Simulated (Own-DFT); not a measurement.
# Point defects and the pressure they add: 4H SiC

Everything here is calculated. The program is Own-DFT (plane waves, in-house, since retired, never reviewed by a person); positions were held fixed, and spin and spin-orbit coupling were off.

Settings: PBE; PseudoDojo norm-conserving scalar-relativistic files; cutoff 42 hartree; 4 x 4 x 3 k mesh centred on Gamma; Fermi-Dirac smearing of 0.1 eV.

Keep in mind (not all hold for every row): a neutral cation vacancy leaves holes that likely carry spin, which these runs leave out; not probed for a lower state with spin; forces on such cells failed a check on a denser k mesh; forces on such cells passed a denser k mesh, each cell not checked; stress not checked against mesh or cutoff.

All runs share one cell, with vectors in Å (9.248, 0.000, 0.000); (-4.624, 8.009, 0.000); (0.000, 0.000, 10.068) and a volume of 745.7 Å³. Atoms were moved at random from their sites; u is the rms move along one axis. The defect's site can differ from row to row.

```
                    cell     formula   u (Å)  P (GPa)
               no defect     C36Si36  0.0296     3.66
               no defect     C36Si36  0.0299     3.79
               no defect     C36Si36  0.0580     5.60
          one Si vacancy     C36Si35  0.0307     3.25
          one Si vacancy     C36Si35  0.0317     3.19
          one Si vacancy     C36Si35  0.0322     3.37
  two N on a C site each   C34N2Si36  0.0279     2.70
  two N on a C site each   C34N2Si36  0.0308     2.67
  two N on a C site each   C34N2Si36  0.0519     4.15
      one C on a Si site     C37Si35  0.0490     3.38
      one C on a Si site     C37Si35  0.0509     3.11
      one C on a Si site     C37Si35  0.0516     3.54
two Al on a Si site each  Al2C36Si34  0.0286        ?
two Al on a Si site each  Al2C36Si34  0.0322     5.88
two Al on a Si site each  Al2C36Si34  0.0496     7.04
two Al on a Si site each  Al2C36Si34  0.0498     7.35
```

## What the rows give

P = P0 + c u² + a shift for each defect gives P0 = 2.99 GPa, c = 794 ± 55 GPa/Å² and a scatter of 0.15 GPa. The shifts, and each times the cell's volume:

- two Al on a Si site each: 2.18 ± 0.13 GPa, 10.2 eV (5.1 eV for each of its 2 sites)
- one Si vacancy: -0.51 ± 0.13 GPa, -2.4 eV
- two N on a C site each: -0.99 ± 0.13 GPa, -4.6 eV (-2.3 eV for each of its 2 sites)
- one C on a Si site: -1.67 ± 0.13 GPa, -7.8 eV

A positive shift means that the defect pushes the cell outwards. Shift times volume (160.2 GPa Å³ is 1 eV) depends little on the cell's size, so, taken for each site, it can be compared between cells at like pressure. The atoms around the defects weren't relaxed, which would change these numbers.

## The run left out

Question: what pressure belongs in the blank (two Al on a Si site each, u = 0.0286 Å)?

The fitted form gives 5.82 ± 0.19 GPa. DFT gave 5.69 GPa.
